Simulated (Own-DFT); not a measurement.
# A layer strained by its substrate: wurtzite GaN, 72 atoms (Ga36N36)

Source: density functional calculations with Own-DFT, an unreviewed in-house program that is no longer used. Nothing was measured or relaxed, and spin and spin-orbit coupling are left out.

Method: PBE; PseudoDojo norm-conserving scalar-relativistic files (stringent for Ga); cutoff 96 hartree; 4 x 4 x 3 k mesh centred on Gamma; Gaussian smearing of 0.01 eV.

Known weak points: forces not confirmed at this smearing and k mesh; stress not checked against mesh or cutoff.

Unstrained cell vectors in Å: (9.567, 0.000, 0.000); (-4.783, 8.285, 0.000); (0.000, 0.000, 10.370). The unstrained cell has measured lattice constants (interpolated for alloys), not those of this functional. That, the random moves and any unrelaxed bonds set the pressure at no strain. Each run strains x and y alike by e, as a substrate would, and holds the height along z. Each coordinate of each atom was shifted by a normal deviate of width 0.05 Å. Stress is positive in tension.

```
e (%)  u (Å)  (s_xx + s_yy)/2 (GPa)  s_zz (GPa)
-1.25  0.051                 -14.66       -8.02
-1.00  0.051                 -12.25       -9.21
-0.75  0.049                 -11.83       -7.27
 0.25  0.050                      ?           ?
 0.50  0.053                  -4.47       -7.47
 0.75  0.050                  -3.30       -5.73
 1.25  0.053                  -0.81       -6.69
 1.75  0.053                   0.60       -2.98
 2.50  0.050                   4.12       -3.38
 2.75  0.049                   5.67       -3.02
```

## What the rows give

With e as a fraction, the in-plane stress is -7.3 + 532 e - 2743 e² GPa (errors 18 and 993, scatter 0.47), and s_zz is -7.0 + 142 e GPa (slope ± 25, scatter 1.05). At e = 0 the first slope is C11 + C12 and the second 2 C13, both with the ions held to the strained lattice and at the cell's own pressure. A free layer would change its height as e changes, and the in-plane slope would drop by 2 C13²/C33 to the biaxial modulus. At fixed height, a misfit of 1 % moves the in-plane stress by about 5.3 GPa and s_zz by 1.4 GPa.

## The run left out

Q: what are the two stresses at e = 0.25 %?

The fitted form gives -6.0 and -6.6 GPa. The run itself gave -5.41 and -7.72 GPa.
